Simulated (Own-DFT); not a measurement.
## Calculated data, SiC (2H silicon carbide, atoms displaced)

All values are calculated (Own-DFT development build). A calculation, not a measurement: plane-wave PBE density functional theory by an unreviewed code, no spin, of a simulated periodic cell, stress positive in tension, free energy of the whole cell less one offset for each atom, forces on such cells passed a denser k mesh, this cell's mesh not checked; offsets are fitted by least squares, one for each functional and potential file, so energies compare only between cells with the same atoms and settings and are not formation energies; the far tail of each file's local potential was reset to the Coulomb form; each entry is a single point on an unrelaxed cell, so the pressure reflects the starting lattice, mostly measured values (interpolated for alloys), from which strain is counted, and rises with the displacements; printed positions are rounded, which can move forces by about a meV/angstrom; the program, named Own-DFT, is a retired in-house code; no spin-orbit coupling.

Settings shared by all entries: functional PBE; potential files PseudoDojo norm-conserving, scalar-relativistic, standard set; wave cutoff 42 hartree; occupations Fermi-Dirac; smearing width 0.1 eV; hardware one NVIDIA H100; k mesh 4 x 4 x 3 centred on Gamma.

(1) SiC (2H silicon carbide, atoms displaced)

```
CELL_PARAMETERS angstrom
9.24810 0.00000 0.00000
-4.62410 8.00910 0.00000
0.00000 0.00000 10.06810
ATOMIC_POSITIONS crystal
Si 0.99889 0.00171 0.00101
Si 0.10472 0.21563 0.24707
C 0.00194 0.99693 0.18402
C 0.11068 0.22156 0.43196
Si 0.00101 0.00236 0.49361
Si 0.11444 0.22464 0.74666
C 0.00601 0.00172 0.68867
C 0.11180 0.22252 0.93521
Si 0.00306 0.33141 0.99909
Si 0.11481 0.55763 0.24998
C 0.99910 0.33110 0.19274
C 0.10949 0.55183 0.43727
Si 0.99984 0.33484 0.49976
Si 0.11123 0.55523 0.74908
C 0.00033 0.32668 0.68446
C 0.11449 0.55120 0.93764
Si 0.99555 0.67001 0.00017
Si 0.11011 0.88150 0.24662
C 0.99880 0.66941 0.18809
C 0.10782 0.89004 0.43776
Si 0.00472 0.66748 0.50073
Si 0.11418 0.89362 0.75076
C 0.00195 0.66826 0.68801
C 0.11178 0.88929 0.93676
Si 0.32907 0.00587 0.00115
Si 0.44633 0.22755 0.24853
C 0.32718 0.99572 0.18717
C 0.44406 0.22040 0.43633
Si 0.33125 0.00040 0.49979
Si 0.43919 0.21809 0.74845
C 0.33681 0.00436 0.69096
C 0.44463 0.22285 0.93666
Si 0.32929 0.33436 0.99710
Si 0.44747 0.55622 0.24851
C 0.33836 0.33926 0.18590
C 0.44254 0.55517 0.43689
Si 0.33175 0.33062 0.50302
Si 0.44183 0.55273 0.75142
C 0.33802 0.33287 0.68898
C 0.44488 0.55397 0.93568
Si 0.33447 0.66594 0.00135
Si 0.44441 0.88939 0.24812
C 0.34251 0.67357 0.18820
C 0.44945 0.89224 0.43828
Si 0.33484 0.66763 0.49406
Si 0.44048 0.88705 0.75354
C 0.33334 0.66598 0.68656
C 0.44413 0.88833 0.93869
Si 0.67025 0.00283 0.00424
Si 0.77642 0.22340 0.24691
C 0.66399 0.99685 0.18710
C 0.77477 0.21730 0.44061
Si 0.66639 0.99757 0.49658
Si 0.78026 0.21894 0.74859
C 0.66484 0.00032 0.68356
C 0.77468 0.21966 0.94244
Si 0.66544 0.33191 0.00668
Si 0.77851 0.56094 0.24724
C 0.66654 0.33268 0.18576
C 0.77889 0.55895 0.44123
Si 0.66380 0.33066 0.50279
Si 0.78262 0.56316 0.75207
C 0.66438 0.33181 0.68719
C 0.78148 0.55494 0.93758
Si 0.66737 0.67004 0.99780
Si 0.77020 0.88760 0.24778
C 0.66640 0.66617 0.19054
C 0.77922 0.89566 0.43475
Si 0.66458 0.66452 0.50143
Si 0.77906 0.89275 0.75335
C 0.66649 0.66112 0.68739
C 0.78029 0.89381 0.93740
```

- free energy of cell above offsets: -10.876 eV
- pressure: 3.72 GPa
- stress xx: -2.73 GPa
- stress yy: -2.89 GPa
- stress zz: -5.53 GPa
- stress yz: 0.14 GPa
- stress xz: -0.46 GPa
- stress xy: 0.25 GPa
- wall time: 359.1 s

Force:
```
element  x (eV/Å)  y (eV/Å)  z (eV/Å)
     Si      0.74    -0.157    -0.816
     Si     1.183     0.923     0.128
      C    -0.955    -0.247     0.721
      C     0.081     0.357     1.082
     Si    -0.414    -0.126     1.137
     Si     0.247     -0.65     0.252
      C    -1.099     0.024    -0.667
      C    -0.151    -0.267     0.112
     Si    -0.989     0.151     0.465
     Si    -0.148    -0.314    -0.306
      C    -0.007     0.511    -1.304
      C     0.101     1.013    -0.127
     Si     0.103    -1.196    -0.647
     Si     0.246    -0.333     0.034
      C     -0.44     1.256     0.593
      C    -1.145     0.687     0.342
     Si     1.944    -0.473    -0.253
     Si    -0.812     1.633     1.041
      C     0.707    -1.345    -0.429
      C     1.103     -0.52    -0.488
     Si    -1.067     0.003     -0.08
     Si     0.307    -0.664    -0.278
      C     0.308      0.23     0.228
      C    -0.738     0.201     0.257
     Si     1.419    -1.001     -0.35
     Si     -0.29    -1.111     0.181
      C     0.802     1.096     0.206
      C    -0.332     0.404     0.181
     Si     0.443    -0.111     0.043
     Si     1.581     1.175     0.732
      C    -0.382    -1.305    -0.904
      C    -0.421     0.393     0.399
     Si     1.257    -0.079     0.405
     Si    -0.532    -0.072     0.524
      C    -0.898    -0.965    -0.174
      C     0.527    -0.331     0.095
     Si     0.017      0.29    -1.183
     Si     0.462     0.688    -0.756
      C    -1.182     0.071    -0.252
      C    -0.137     0.502     0.598
     Si    -0.057     0.409    -0.563
     Si    -0.337     0.625     0.466
      C    -0.817    -1.346     0.008
      C    -1.262     -0.66    -0.635
     Si    -0.123     0.049      1.09
     Si      0.84     0.315     -0.65
      C      -0.1    -0.069    -0.238
      C    -0.186     0.375     0.596
     Si    -0.987    -0.687    -1.167
     Si     0.354     -0.46     1.261
      C    -0.225     0.939     0.227
      C    -0.183     1.123    -0.994
     Si    -0.068     0.606     0.818
     Si    -1.249     0.265     0.243
      C     0.324    -0.655     0.964
      C     0.687     0.668    -0.702
     Si    -0.046     0.133    -2.358
     Si     0.476    -0.941     1.375
      C    -0.195     0.624     1.267
      C     0.384    -0.685    -0.906
     Si     0.416      0.46    -0.503
     Si     0.232    -1.838    -0.733
      C      0.51     0.405     0.965
      C    -1.207     0.072     0.542
     Si      0.37    -0.549     0.202
     Si      1.64     0.269      0.44
      C    -0.216     0.457     -1.23
      C     0.463    -1.488     0.193
     Si     0.089     0.796     -0.39
     Si     0.077    -0.449    -1.591
      C    -0.915     1.403     0.688
      C     -0.13    -0.509     0.575
```

(2) SiC (2H silicon carbide, atoms displaced)

```
CELL_PARAMETERS angstrom
9.24810 0.00000 0.00000
-4.62410 8.00910 0.00000
0.00000 0.00000 10.06810
ATOMIC_POSITIONS crystal
Si 0.00419 0.00221 0.99782
Si 0.10770 0.21794 0.24520
C 0.99678 0.99714 0.18603
C 0.11788 0.22415 0.43345
Si 0.99818 0.99735 0.50148
Si 0.10125 0.22497 0.74381
C 0.99728 0.98944 0.68910
C 0.10701 0.22122 0.93171
Si 0.00677 0.33797 0.99927
Si 0.11115 0.55391 0.25421
C 0.00091 0.33345 0.18645
C 0.10981 0.55296 0.43718
Si 0.99598 0.32791 0.50037
Si 0.10990 0.55657 0.75196
C 0.00920 0.33929 0.68496
C 0.11373 0.55650 0.93776
Si 0.99734 0.66446 0.00301
Si 0.10390 0.88798 0.24729
C 0.00235 0.66091 0.18831
C 0.10907 0.89392 0.43580
Si 0.00017 0.66502 0.49820
Si 0.10688 0.88469 0.74806
C 0.00183 0.66945 0.68845
C 0.10530 0.88399 0.93712
Si 0.33133 0.99979 0.99970
Si 0.43840 0.21423 0.24727
C 0.33774 0.00030 0.18956
C 0.44813 0.21984 0.44014
Si 0.33544 0.99604 0.49651
Si 0.44320 0.21734 0.75214
C 0.33140 0.99579 0.69085
C 0.44551 0.22688 0.93645
Si 0.33427 0.33763 0.00090
Si 0.43906 0.55554 0.24909
C 0.32814 0.32870 0.18903
C 0.44401 0.55866 0.43764
Si 0.32372 0.33211 0.49971
Si 0.43835 0.54808 0.75006
C 0.32754 0.33144 0.68901
C 0.44758 0.55714 0.93575
Si 0.32613 0.66277 0.99937
Si 0.44083 0.87873 0.25109
C 0.33203 0.66779 0.18221
C 0.44855 0.89184 0.43942
Si 0.33507 0.66675 0.50011
Si 0.44782 0.88854 0.74894
C 0.32995 0.66700 0.68783
C 0.44287 0.89107 0.93292
Si 0.67280 0.00559 0.00326
Si 0.78325 0.22578 0.25207
C 0.66566 0.00147 0.18440
C 0.77660 0.21542 0.43624
Si 0.66881 0.00405 0.49727
Si 0.77434 0.21888 0.74705
C 0.67350 0.00037 0.69380
C 0.77862 0.22062 0.93621
Si 0.65798 0.33227 0.00106
Si 0.77523 0.55393 0.24801
C 0.67012 0.33437 0.18690
C 0.77266 0.55583 0.43586
Si 0.66996 0.34041 0.50033
Si 0.77651 0.55157 0.74712
C 0.66733 0.33362 0.68757
C 0.77434 0.55783 0.93463
Si 0.66554 0.67268 0.99190
Si 0.77401 0.88579 0.25148
C 0.66502 0.66030 0.19141
C 0.78376 0.89678 0.43774
Si 0.66848 0.66782 0.49871
Si 0.76718 0.88800 0.75567
C 0.66895 0.66486 0.68662
C 0.78016 0.88949 0.94092
```

- free energy of cell above offsets: -10.048 eV
- pressure: 3.91 GPa
- stress xx: -2.9 GPa
- stress yy: -3.24 GPa
- stress zz: -5.59 GPa
- stress yz: -0.26 GPa
- stress xz: -0.86 GPa
- stress xy: 0.81 GPa
- wall time: 374.6 s

Force:
```
element  x (eV/Å)  y (eV/Å)  z (eV/Å)
     Si    -0.603    -0.363    -0.109
     Si     0.016     0.185     0.671
      C    -0.327     0.114    -0.293
      C    -2.245    -1.131     0.272
     Si     0.355     0.926     0.195
     Si     2.964    -1.955     1.015
      C    -1.888     1.698    -0.208
      C     0.719     0.568     0.834
     Si    -1.216    -1.056    -0.238
     Si     0.197    -0.168    -0.998
      C     0.303     0.154     0.272
      C     0.079     0.105     0.503
     Si      0.91     0.584    -0.777
     Si     0.233     0.508     -0.56
      C    -2.868    -0.274    -0.207
      C    -1.125    -0.325    -0.095
     Si    -0.223    -0.177    -0.783
     Si     1.556    -0.169     0.293
      C    -1.183     0.724     0.318
      C     1.152    -1.295    -0.029
     Si    -0.541     0.671     0.066
     Si      0.75     0.548     0.761
      C    -0.063     -1.42    -0.579
      C     0.697     0.525     0.305
     Si     0.219    -0.121    -0.291
     Si     0.881     1.614     1.176
      C    -0.994     -1.44    -0.554
      C    -1.033     0.473    -0.466
     Si    -1.282     0.969     0.962
     Si    -0.828     0.491    -1.022
      C     0.276     0.192    -0.896
      C    -0.768    -1.019     0.602
     Si    -0.195    -0.667    -0.644
     Si     1.003    -0.469     0.064
      C     0.318     0.507    -0.528
      C     0.185    -0.401    -0.139
     Si     2.795     0.538     0.313
     Si      0.31     1.093    -0.705
      C     0.377     -0.68    -0.342
      C    -1.299    -0.078     0.433
     Si     1.459     1.607     -0.99
     Si    -0.003      2.17    -0.473
      C         0     -1.02     1.199
      C     0.095    -1.256     -0.47
     Si    -0.465     0.053     0.409
     Si    -0.764    -0.076     0.117
      C     0.866    -0.164     0.029
      C     0.734    -0.358     1.409
     Si    -0.908    -0.904    -1.175
     Si    -0.792    -0.803    -1.141
      C     0.311     -0.38     1.667
      C    -0.459     2.073     0.564
     Si     0.542    -1.248     1.117
     Si     0.731      1.11     0.945
      C    -2.058      0.34    -2.193
      C    -0.366     1.193     0.153
     Si     2.034     0.634    -0.426
     Si     0.608    -0.267       0.1
      C    -0.736    -0.581     0.403
      C     1.352     0.285     0.079
     Si    -0.183    -1.501    -0.374
     Si     0.007     0.986     0.569
      C     0.018    -0.598    -0.218
      C     0.587      -0.5     0.549
     Si      0.96    -1.024      1.83
     Si     0.029     0.206    -0.723
      C    -1.129     1.002    -1.228
      C    -0.739    -1.192    -0.051
     Si    -0.766     0.523     0.274
     Si      3.31    -1.081    -0.534
      C    -1.263    -0.053     0.271
      C    -0.628     0.842    -0.279
```

(3) SiC (2H silicon carbide, atoms displaced)

```
CELL_PARAMETERS angstrom
9.24810 0.00000 0.00000
-4.62410 8.00910 0.00000
0.00000 0.00000 10.06810
ATOMIC_POSITIONS crystal
Si 0.99740 0.99300 0.99868
Si 0.11203 0.22278 0.25015
C 0.00366 0.99821 0.18760
C 0.11309 0.22589 0.43852
Si 0.00346 0.00162 0.50046
Si 0.10354 0.21875 0.75113
C 0.99783 0.00179 0.68696
C 0.11269 0.22206 0.93861
Si 0.00365 0.33200 0.00251
Si 0.12000 0.56140 0.25028
C 0.00157 0.33539 0.19318
C 0.11309 0.55398 0.43774
Si 0.00712 0.34752 0.49740
Si 0.11300 0.55772 0.74757
C 0.00046 0.33107 0.68818
C 0.10943 0.55292 0.94013
Si 0.99626 0.66132 0.00221
Si 0.10983 0.88754 0.24885
C 0.99740 0.66104 0.18758
C 0.10724 0.89348 0.43924
Si 0.99865 0.66650 0.50250
Si 0.10374 0.88537 0.74851
C 0.00332 0.67021 0.69104
C 0.10829 0.88993 0.93767
Si 0.33229 0.00016 0.00024
Si 0.43968 0.22162 0.25732
C 0.33529 0.00426 0.19018
C 0.43990 0.21828 0.43581
Si 0.33691 0.00659 0.49441
Si 0.44491 0.22201 0.75262
C 0.33539 0.00558 0.69104
C 0.44176 0.22333 0.93430
Si 0.34007 0.33732 0.99939
Si 0.44064 0.55472 0.25408
C 0.33476 0.33466 0.18043
C 0.44409 0.55077 0.43907
Si 0.33294 0.32944 0.49865
Si 0.44171 0.55035 0.74785
C 0.32704 0.33236 0.68680
C 0.44467 0.55576 0.93843
Si 0.33620 0.66586 0.99767
Si 0.44004 0.88838 0.25517
C 0.33639 0.66615 0.18429
C 0.43907 0.88290 0.43206
Si 0.33662 0.67062 0.49745
Si 0.44589 0.89307 0.75369
C 0.33014 0.66182 0.68538
C 0.44693 0.88537 0.93729
Si 0.66162 0.00139 0.00072
Si 0.77958 0.22434 0.25337
C 0.66372 0.99488 0.18329
C 0.77856 0.22614 0.43705
Si 0.66545 0.99504 0.50176
Si 0.76934 0.21858 0.75098
C 0.66530 0.00267 0.68658
C 0.78075 0.22563 0.93620
Si 0.66272 0.33004 0.99619
Si 0.77736 0.55713 0.24204
C 0.66136 0.32928 0.19460
C 0.77425 0.55835 0.43997
Si 0.66307 0.32530 0.50407
Si 0.77495 0.54969 0.74949
C 0.67292 0.32824 0.68862
C 0.77522 0.55814 0.94787
Si 0.66351 0.66715 0.00057
Si 0.78119 0.88526 0.24871
C 0.66296 0.66694 0.19028
C 0.77614 0.88477 0.44213
Si 0.66270 0.67478 0.49541
Si 0.77685 0.88879 0.74879
C 0.66688 0.66789 0.68404
C 0.77401 0.88280 0.93601
```

* free energy of cell above offsets: -9.931 eV
* pressure: 3.98 GPa
* stress xx: -2.45 GPa
* stress yy: -3.58 GPa
* stress zz: -5.92 GPa
* stress yz: 0.27 GPa
* stress xz: -0.08 GPa
* stress xy: 0.67 GPa
* wall time: 363.1 s

Force:
```
element  x (eV/Å)  y (eV/Å)  z (eV/Å)
     Si    -0.771     1.199     0.171
     Si     0.151    -0.051    -0.282
      C    -0.824     0.186    -0.062
      C      -0.2    -0.333    -0.346
     Si    -1.422     0.543     0.171
     Si     0.859     0.593     0.045
      C     0.183    -0.564     0.145
      C     0.096    -0.445     0.188
     Si    -0.469     0.059         0
     Si    -0.933    -1.038    -0.299
      C     0.119    -0.106    -0.714
      C    -0.423      2.56    -0.439
     Si     0.044    -3.345     1.127
     Si    -0.045    -0.944     0.861
      C    -1.307     0.651    -0.315
      C     0.311      0.47    -0.518
     Si     0.486     0.825    -0.467
     Si     0.278    -0.236     0.268
      C     0.542     1.062     0.317
      C     1.814    -0.946    -0.433
     Si    -0.495     0.163    -0.616
     Si     0.801     1.459     0.482
      C    -0.466    -1.158    -0.492
      C     1.046    -1.031    -0.027
     Si      0.01    -0.188    -0.098
     Si     0.535     0.618    -2.416
      C    -0.257     -0.87      -0.2
      C     0.515      1.05     1.323
     Si    -0.565     -2.05     1.596
     Si    -0.686       0.5    -1.122
      C    -0.134    -1.063    -0.963
      C     0.839    -0.401     0.871
     Si    -1.198    -0.625    -0.631
     Si     0.749    -0.207    -0.997
      C    -0.138    -0.102     2.252
      C     -0.96     0.577    -0.287
     Si    -0.655     0.441     0.808
     Si     0.007      0.88     0.042
      C     1.198      -0.6     0.145
      C     0.154    -0.176    -0.716
     Si    -0.768    -0.313     0.183
     Si      1.12     0.133    -2.798
      C      -0.5      0.59     0.798
      C     0.317     1.424     2.035
     Si     -0.15    -1.538     0.781
     Si    -0.213    -1.052    -1.222
      C     0.399     1.449     0.309
      C    -1.373     0.623     0.317
     Si     1.621    -0.035    -0.396
     Si    -0.393    -0.666    -0.907
      C     0.141     0.755     1.788
      C     0.617    -0.999     0.814
     Si    -0.274     1.209    -0.851
     Si     2.926     0.206     0.064
      C     0.138    -0.915     0.407
      C    -0.348    -0.637     0.554
     Si     0.217     0.364     1.642
     Si    -0.287    -0.969     2.015
      C     0.171     0.248    -1.402
      C     0.444    -0.616     -0.36
     Si    -0.222     1.848    -1.307
     Si     -0.14      1.24     0.361
      C    -2.742     0.858     0.013
      C     0.306    -1.023    -1.901
     Si    -0.101     0.037       0.4
     Si    -1.087     0.773      0.23
      C       0.3    -0.275    -0.544
      C     -0.05     2.126    -1.418
     Si     1.856    -2.525     1.144
     Si     -0.23    -0.292      0.06
      C    -0.155    -0.642     0.567
      C    -0.331     1.254     0.251
```

(4) SiC (2H silicon carbide, atoms displaced)

```
CELL_PARAMETERS angstrom
9.24810 0.00000 0.00000
-4.62410 8.00910 0.00000
0.00000 0.00000 10.06810
ATOMIC_POSITIONS crystal
Si 0.00234 0.99870 0.99913
Si 0.11106 0.22720 0.24738
C 0.99951 0.99811 0.18566
C 0.11438 0.22416 0.44110
Si 0.00398 0.00648 0.50043
Si 0.11475 0.22702 0.74992
C 0.99679 0.99220 0.68265
C 0.11566 0.21747 0.93515
Si 0.99543 0.33417 0.00392
Si 0.10926 0.55523 0.24483
C 0.99552 0.32784 0.18987
C 0.10848 0.55388 0.43971
Si 0.99811 0.33081 0.50115
Si 0.10295 0.55543 0.74986
C 0.00392 0.33523 0.69030
C 0.10977 0.55591 0.93951
Si 0.99888 0.65977 0.99917
Si 0.10755 0.89122 0.25425
C 0.99803 0.66538 0.18480
C 0.10980 0.88784 0.43799
Si 0.99924 0.66712 0.50310
Si 0.11407 0.88951 0.74554
C 0.00285 0.66910 0.68606
C 0.10954 0.89109 0.93228
Si 0.32768 0.99595 0.99936
Si 0.44464 0.22588 0.25431
C 0.33357 0.00002 0.18779
C 0.44158 0.21653 0.43539
Si 0.32888 0.99245 0.50612
Si 0.44399 0.22633 0.74904
C 0.33455 0.00564 0.69025
C 0.44363 0.22448 0.93970
Si 0.32991 0.33067 0.99932
Si 0.45183 0.56465 0.24962
C 0.33530 0.33484 0.18890
C 0.44933 0.56176 0.44243
Si 0.33101 0.32699 0.50592
Si 0.44986 0.56194 0.75148
C 0.33129 0.33310 0.68620
C 0.44523 0.55875 0.94268
Si 0.33511 0.66700 0.99934
Si 0.44075 0.88848 0.25046
C 0.33212 0.66111 0.19230
C 0.43980 0.88863 0.43974
Si 0.32600 0.65785 0.49617
Si 0.44704 0.89441 0.75140
C 0.33647 0.66050 0.68679
C 0.44439 0.88894 0.93453
Si 0.66443 0.99758 0.00061
Si 0.77967 0.22489 0.24794
C 0.66381 0.99603 0.18325
C 0.77973 0.22025 0.43921
Si 0.66603 0.99773 0.49912
Si 0.77721 0.22024 0.74827
C 0.66988 0.00426 0.68630
C 0.78259 0.22961 0.93819
Si 0.66326 0.33207 0.99950
Si 0.77531 0.55978 0.25082
C 0.66318 0.32790 0.18409
C 0.77941 0.55482 0.44326
Si 0.66624 0.33092 0.50201
Si 0.77555 0.55032 0.75608
C 0.66522 0.32693 0.68764
C 0.77653 0.55347 0.94159
Si 0.67242 0.67160 0.00144
Si 0.77358 0.88374 0.24955
C 0.67200 0.67106 0.18678
C 0.78043 0.89226 0.44071
Si 0.67072 0.67099 0.49886
Si 0.77002 0.89217 0.74673
C 0.66860 0.66753 0.68712
C 0.77588 0.89192 0.93526
```

- free energy of cell above offsets: -10.474 eV
- pressure: 3.8 GPa
- stress xx: -4.15 GPa
- stress yy: -1.45 GPa
- stress zz: -5.8 GPa
- stress yz: 0.15 GPa
- stress xz: -0.57 GPa
- stress xy: 0.71 GPa
- wall time: 344.9 s

Force:
```
element  x (eV/Å)  y (eV/Å)  z (eV/Å)
     Si    -0.747    -0.011    -0.457
     Si     1.184    -1.046     0.853
      C    -0.612     0.544     0.593
      C    -0.532     0.182    -0.967
     Si    -0.028    -1.046      -0.3
     Si    -0.071    -1.548     -0.16
      C    -0.544     1.496     1.217
      C    -1.753       0.8     0.713
     Si     1.587    -0.368    -0.998
     Si    -0.115    -0.224     1.374
      C     0.097     1.256    -0.524
      C    -0.459    -0.351    -0.895
     Si     0.389     0.474     0.126
     Si     2.326     0.142     0.062
      C    -0.997     -0.34    -0.364
      C     0.666    -0.361    -0.194
     Si    -0.825     1.694    -0.005
     Si      1.25    -0.421    -1.164
      C    -0.143     0.364     0.748
      C    -0.238     0.053     0.644
     Si     0.257    -0.147    -0.878
     Si    -0.991     0.096     0.647
      C    -0.724    -0.516     0.859
      C      0.56    -1.334     0.618
     Si     0.335     0.739      0.05
     Si     0.239    -0.991    -1.372
      C    -0.769    -0.026     0.111
      C     0.121     0.363     1.746
     Si    -0.064     1.108    -1.302
     Si     0.077    -0.266     0.713
      C     0.491    -0.633     -0.13
      C     0.199    -0.587    -0.707
     Si     0.635      0.83     0.531
     Si    -0.047    -1.799     0.802
      C    -0.438     0.553    -0.042
      C     0.295    -1.309    -1.179
     Si     0.494     1.428    -1.755
     Si     0.101    -1.047      0.02
      C     0.681     0.644     1.192
      C      0.74    -0.519    -0.679
     Si    -0.473     0.137     0.331
     Si     0.202     0.033     0.076
      C    -0.621      1.18    -1.155
      C     0.872    -0.651    -0.092
     Si     0.655     1.397     1.042
     Si     0.037    -1.264    -1.041
      C    -2.043     1.436     0.223
      C    -0.275     0.105     0.933
     Si    -0.088     0.893     -0.66
     Si    -0.832    -1.298     0.566
      C    -0.053     0.284     1.441
      C    -0.615     0.033    -0.468
     Si    -0.633     0.146    -0.209
     Si     0.634     0.698     0.686
      C    -1.067    -0.318    -0.116
      C    -0.741    -1.478     -0.27
     Si     0.137    -0.194     0.071
     Si     1.466    -1.388     0.152
      C     -0.16     1.248     1.237
      C    -0.563     -0.02    -1.042
     Si    -0.181    -0.173     -0.69
     Si    -0.157     0.915    -1.278
      C    -0.387     0.953      0.38
      C    -0.044     0.209    -0.317
     Si    -0.685    -0.276    -0.773
     Si     0.276     1.896     0.294
      C    -0.541    -0.583     0.155
      C     0.108     -0.23    -0.999
     Si    -0.121    -0.481     0.816
     Si     2.473    -0.826       0.4
      C     0.137    -0.119     0.547
      C      0.66    -0.138     0.212
```
